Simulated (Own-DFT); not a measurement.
# Computed records: SiC (4H silicon carbide, atoms displaced), SiC (2H silicon carbide, atoms displaced)

All values are calculated (Own-DFT development build). A calculation, not a measurement: plane-wave PBE density functional theory by an unreviewed code, no spin, of a simulated periodic cell, stress positive in tension, free energy of the whole cell less one offset for each atom, forces on such cells passed a denser k mesh, this cell's mesh not checked; offsets are fitted by least squares, one for each functional and potential file, so energies compare only between cells with the same atoms and settings and are not formation energies; the far tail of each file's local potential was reset to the Coulomb form; each entry is a single point on an unrelaxed cell, so the pressure reflects the starting lattice, mostly measured values (interpolated for alloys), from which strain is counted, and rises with the displacements; printed positions are rounded, which can move forces by about a meV/angstrom; the program, named Own-DFT, is a retired in-house code; no spin-orbit coupling.

Settings shared by all entries: functional PBE; potential files PseudoDojo norm-conserving, scalar-relativistic, standard set; wave cutoff 42 hartree; occupations Fermi-Dirac; smearing width 0.1 eV.

(1) SiC (4H silicon carbide, atoms displaced)

```
SiC
1.0
     12.3308     0.0000     0.0000
     -6.1654    10.6788     0.0000
      0.0000     0.0000    10.0681
Si C Si C Si C Si C Si C Si C Si C Si C Si C Si C Si C Si C Si C Si C Si C Si C Si C Si C Si C Si C Si C Si C Si C Si C Si C Si C Si C Si C Si C Si C Si C Si C
2 2 2 2 2 2 2 2 2 2 2 2 2 2 2 2 2 2 2 2 2 2 2 2 2 2 2 2 2 2 2 2 2 2 2 2 2 2 2 2 2 2 2 2 2 2 2 2 2 2 2 2 2 2 2 2 2 2 2 2 2 2 2 2
Direct
  0.00006 0.99947 0.40641
  0.08723 0.16928 0.15863
  0.99670 0.99633 0.09149
  0.08477 0.16707 0.33988
  0.00218 0.24677 0.40153
  0.08272 0.41562 0.15809
  0.99933 0.24894 0.09357
  0.08147 0.41520 0.34118
  0.99696 0.50408 0.40324
  0.08316 0.67128 0.15358
  0.00637 0.50188 0.09430
  0.08342 0.66958 0.35341
  0.00231 0.75055 0.40337
  0.08407 0.91917 0.15310
  0.00546 0.74917 0.09399
  0.08032 0.91326 0.33896
  0.24375 0.99280 0.40591
  0.32948 0.16476 0.16079
  0.25456 0.00178 0.09381
  0.33440 0.16879 0.34647
  0.25348 0.24820 0.40996
  0.33461 0.41905 0.15656
  0.25755 0.25065 0.08907
  0.33571 0.41506 0.34461
  0.24837 0.49923 0.40757
  0.33476 0.66411 0.15590
  0.25088 0.50134 0.10160
  0.32894 0.66715 0.34596
  0.24441 0.74320 0.40871
  0.33609 0.91835 0.15944
  0.25024 0.75151 0.09566
  0.33219 0.91394 0.34377
  0.49817 0.99680 0.41160
  0.58172 0.16551 0.16078
  0.49897 0.00162 0.08912
  0.57957 0.16637 0.34462
  0.50135 0.25057 0.40400
  0.58246 0.41657 0.15203
  0.49947 0.25320 0.09183
  0.58506 0.41709 0.34006
  0.49526 0.49663 0.40400
  0.57645 0.66443 0.16226
  0.50279 0.50132 0.09176
  0.58159 0.66873 0.34218
  0.50015 0.74964 0.40732
  0.58110 0.91474 0.15141
  0.50170 0.75002 0.09193
  0.58278 0.91870 0.34087
  0.74746 0.00622 0.40299
  0.83026 0.16756 0.15729
  0.75456 0.00384 0.08931
  0.83717 0.16762 0.34479
  0.75066 0.24683 0.40827
  0.83267 0.41388 0.14799
  0.74690 0.25111 0.09191
  0.83308 0.41736 0.34350
  0.75148 0.49993 0.40602
  0.82799 0.66268 0.16084
  0.75034 0.50340 0.09224
  0.83882 0.67199 0.34785
  0.75192 0.75352 0.40895
  0.83538 0.91789 0.15513
  0.75031 0.75131 0.09380
  0.82959 0.91640 0.34325
  0.99985 0.00200 0.90357
  0.91824 0.83355 0.65178
  0.00035 0.99978 0.58967
  0.91935 0.83614 0.84317
  0.00085 0.75229 0.90545
  0.91619 0.58267 0.65508
  0.00480 0.74904 0.59368
  0.92030 0.59140 0.84289
  0.99812 0.49814 0.91079
  0.91543 0.33169 0.65836
  0.00262 0.50193 0.59814
  0.91487 0.32846 0.84146
  0.99968 0.24755 0.90541
  0.91991 0.08059 0.64973
  0.99938 0.25106 0.59516
  0.91965 0.08932 0.84272
  0.75011 0.99864 0.90510
  0.66430 0.83289 0.65505
  0.75012 0.99662 0.59421
  0.66459 0.83104 0.83822
  0.75279 0.75423 0.91435
  0.66269 0.58396 0.65167
  0.75617 0.75693 0.59397
  0.66704 0.57995 0.83432
  0.74331 0.49745 0.90177
  0.66364 0.32889 0.65773
  0.74875 0.49733 0.59349
  0.67475 0.34438 0.84153
  0.74962 0.25231 0.90825
  0.66884 0.08360 0.65980
  0.75294 0.25387 0.59139
  0.66967 0.08441 0.84841
  0.50035 0.00109 0.90863
  0.42182 0.83966 0.65280
  0.50282 0.00406 0.59621
  0.41450 0.82624 0.84445
  0.50192 0.75139 0.90184
  0.41875 0.58403 0.65461
  0.50180 0.75731 0.59048
  0.41680 0.58255 0.84906
  0.49698 0.49737 0.90072
  0.41431 0.32830 0.65099
  0.50301 0.50353 0.59453
  0.41520 0.33070 0.84244
  0.49823 0.24981 0.90269
  0.41472 0.08163 0.65640
  0.50344 0.25396 0.59283
  0.41253 0.08181 0.84433
  0.25241 0.99886 0.91311
  0.17018 0.83394 0.65467
  0.25539 0.00214 0.59092
  0.16901 0.83825 0.84676
  0.24492 0.74834 0.90043
  0.16688 0.58545 0.65332
  0.24882 0.75254 0.59046
  0.16640 0.58607 0.83422
  0.24648 0.50302 0.90516
  0.16766 0.33406 0.65857
  0.25140 0.49805 0.59337
  0.16703 0.33434 0.84702
  0.25406 0.25018 0.90728
  0.16704 0.08527 0.65596
  0.24966 0.24853 0.59286
  0.17016 0.08826 0.85047
```

| Property | Result |
| --- | --- |
| hardware | one NVIDIA H200 |
| k mesh | 3 x 3 x 3 centred on Gamma |
| free energy of cell above offsets | -18.230 eV |
| pressure | 3.84 GPa |
| stress xx | -3.34 GPa |
| stress yy | -3.21 GPa |
| stress zz | -4.98 GPa |
| stress yz | -0.68 GPa |
| stress xz | -0.38 GPa |
| stress xy | 0.42 GPa |
| wall time | 520.2 s |

Force:
```
element  x (eV/Å)  y (eV/Å)  z (eV/Å)
     Si    -0.407    -0.212    -1.295
     Si    -0.079    -0.555    -1.833
      C     0.702     1.329     0.156
      C     0.879    -0.353     1.351
     Si    -0.555     1.381     1.206
     Si     0.434    -0.058     -0.31
      C    -0.045     0.215     0.186
      C    -0.118     0.255     1.064
     Si     1.175    -1.248     1.094
     Si     1.899    -1.012     1.341
      C    -1.254    -0.221      0.09
      C     0.017     -0.86    -2.505
     Si    -0.538     0.313     1.194
     Si     0.445    -0.834    -0.226
      C    -2.738      0.83    -0.378
      C    -0.021     0.917     0.733
     Si     0.838     1.276    -0.463
     Si     1.393     0.762    -0.773
      C    -0.738    -0.241     1.179
      C     0.269     -1.34     0.011
     Si    -1.203     0.427     -1.05
     Si     0.837    -0.737    -0.314
      C    -1.908     0.335     1.501
      C    -1.443    -0.263    -0.027
     Si     0.204    -0.261    -0.573
     Si    -1.192     1.363      0.34
      C    -0.243    -0.652    -1.741
      C     1.564    -0.517    -0.137
     Si      0.39     1.826    -0.623
     Si    -0.206    -0.687    -0.614
      C     0.492    -0.357    -0.733
      C     -0.09    -0.067     0.818
     Si    -0.488     0.581     -1.27
     Si    -0.691     0.549    -1.266
      C     0.536    -0.121      1.45
      C     1.446    -0.652     0.544
     Si    -0.294      0.52     0.279
     Si     0.267     0.228     0.512
      C     0.417    -1.198     0.194
      C    -0.452     0.182     0.521
     Si     1.568     1.079     0.319
     Si     1.599     0.516    -1.958
      C    -0.843     0.002     -0.08
      C     0.631     -0.72     1.483
     Si     -0.86      0.53    -0.784
     Si     0.416      0.85     0.284
      C    -0.565    -0.107    -0.094
      C    -0.168    -0.295     0.214
     Si     1.249    -1.856     0.673
     Si     0.903     0.083     -0.71
      C    -0.796    -0.897      0.84
      C    -1.021     0.219    -0.462
     Si     -0.68      1.13     -0.75
     Si    -0.258      1.52     1.555
      C     0.467    -0.657     0.575
      C     0.055    -0.666     -0.81
     Si    -0.452     0.185     0.131
     Si     1.059     1.516    -0.701
      C     0.236    -1.153     -0.46
      C    -1.089    -1.196    -0.359
     Si    -0.202     -0.33    -0.647
     Si    -0.665    -0.219     0.389
      C    -0.438    -0.468     1.328
      C     0.366      0.88     0.129
     Si     0.263     0.251     0.279
     Si      0.85     -0.21     1.044
      C     1.019    -0.014     0.415
      C     -0.51     0.031    -0.087
     Si     0.168     0.191     0.297
     Si     0.041     0.108     0.436
      C    -1.152     0.681    -0.447
      C    -0.138    -2.021     0.456
     Si    -0.052     0.639    -1.947
     Si     0.314     0.876    -0.718
      C    -0.559     -0.82    -1.275
      C    -0.335     0.941     1.404
     Si     -0.08     1.035     0.391
     Si    -1.508     0.999     1.246
      C     0.866    -0.587    -0.979
      C      0.18    -2.162    -0.752
     Si      0.42     0.426    -0.481
     Si     0.975     0.256    -0.385
      C     -0.53      1.12    -0.518
      C     0.562     0.656     1.344
     Si     0.055    -1.265    -2.612
     Si     2.279     0.586     0.131
      C    -1.238    -1.489    -0.272
      C    -1.501     1.194     1.763
     Si     1.472     3.185     0.801
     Si     0.652     1.731    -0.676
      C    -0.295     0.357    -0.294
      C    -0.494    -4.095     0.147
     Si     0.307    -0.226    -0.886
     Si     0.422     0.463    -0.248
      C    -0.259    -1.336     0.878
      C    -1.066     0.047    -0.521
     Si    -0.015    -0.674    -1.359
     Si    -1.033    -1.211     1.006
      C     0.137    -0.008     0.014
      C    -0.782     1.834    -0.593
     Si     0.017     -0.93     0.836
     Si    -0.706     0.435     0.644
      C      0.51     -1.51     0.415
      C    -0.603     0.169    -1.321
     Si     0.988     0.576     0.612
     Si     0.154     1.481     1.119
      C    -1.104    -1.304    -1.104
      C     0.134     0.416      -0.8
     Si     0.683     0.229     0.652
     Si      0.39     1.054     0.084
      C    -0.359    -1.523    -0.171
      C     1.304     0.421    -0.279
     Si    -1.053     0.722    -1.191
     Si    -0.889     0.542     0.713
      C    -1.573    -0.656     0.309
      C    -0.054     -0.58    -0.908
     Si     0.961     0.444      1.31
     Si     0.511    -0.231      -0.5
      C     1.578     -0.18     0.838
      C    -0.264    -0.743     2.124
     Si      0.92    -0.218     0.456
     Si    -0.367     -0.22    -0.029
      C     -0.39     0.656     0.109
      C     0.346     0.053    -0.096
     Si     -1.02     0.545    -0.322
     Si     0.736    -0.765     0.739
      C    -0.348     0.297     0.279
      C     0.049    -1.461    -1.255
```

(2) SiC (2H silicon carbide, atoms displaced)

```
SiC
1.0
      6.1654     0.0000     0.0000
     -3.0827     5.3394     0.0000
      0.0000     0.0000    10.0681
Si C Si C Si C Si C Si C Si C Si C Si C
2 2 2 2 2 2 2 2 2 2 2 2 2 2 2 2
Direct
  0.99561 0.00414 0.99944
  0.17330 0.33303 0.25185
  0.99927 0.00159 0.18509
  0.16775 0.33170 0.43924
  0.99665 0.98749 0.50327
  0.16638 0.32708 0.75274
  0.99957 0.99408 0.69472
  0.16250 0.32979 0.93803
  0.99480 0.49468 0.99869
  0.17332 0.83955 0.25712
  0.00367 0.50642 0.18944
  0.16976 0.83272 0.43590
  0.99727 0.50637 0.49860
  0.17914 0.84262 0.75162
  0.00182 0.49067 0.68922
  0.17138 0.84067 0.93738
  0.50205 0.01500 0.00084
  0.66076 0.32730 0.24850
  0.49945 0.99157 0.18648
  0.66374 0.32579 0.43680
  0.50261 0.99747 0.49888
  0.67291 0.34069 0.75040
  0.50232 0.00097 0.68962
  0.66684 0.33453 0.93572
  0.50467 0.50064 0.99774
  0.66479 0.83433 0.25002
  0.49798 0.49565 0.18612
  0.68063 0.83494 0.43388
  0.50162 0.50487 0.49863
  0.65704 0.83399 0.74978
  0.49942 0.50807 0.68777
  0.66194 0.82880 0.94032
```

| Property | Result |
| --- | --- |
| hardware | one NVIDIA H100 |
| k mesh | 5 x 5 x 3 centred on Gamma |
| free energy of cell above offsets | -4.683 eV |
| pressure | 3.63 GPa |
| stress xx | -2.56 GPa |
| stress yy | -2.41 GPa |
| stress zz | -5.92 GPa |
| stress yz | 0.7 GPa |
| stress xz | -0.46 GPa |
| stress xy | -0.43 GPa |
| wall time | 130.5 s |

Force:
```
element  x (eV/Å)  y (eV/Å)  z (eV/Å)
     Si     0.768    -0.915    -0.036
     Si    -1.292    -0.105    -0.459
      C     0.317    -0.084     1.002
      C    -0.244    -0.025     0.222
     Si     0.434      2.04     0.239
     Si    -0.111     0.337    -0.595
      C     -0.34    -0.065    -1.287
      C     0.338     0.616     0.048
     Si      0.73     1.626     0.626
     Si    -0.885    -0.681    -2.809
      C    -0.054     -0.69     0.035
      C     0.096     0.218     1.538
     Si     1.135    -1.659     0.344
     Si    -0.835    -1.676      0.27
      C    -0.506     1.462    -0.316
      C      -0.3    -0.458     0.409
     Si     0.474    -2.377    -0.154
     Si     0.913     0.602      0.04
      C    -0.713     1.151      0.56
      C    -0.388     0.774      0.25
     Si      0.36     0.125     0.371
     Si    -0.326    -0.128    -0.736
      C    -0.256     0.914    -0.946
      C     0.044     0.456     0.186
     Si    -1.189    -0.088     0.552
     Si     1.292    -0.439    -0.944
      C      0.37     0.391      0.18
      C    -1.594     -0.43     0.832
     Si     0.099    -0.943     0.103
     Si     1.558    -0.068     1.023
      C     0.598    -0.908    -0.024
      C    -0.496     1.026    -0.525
```
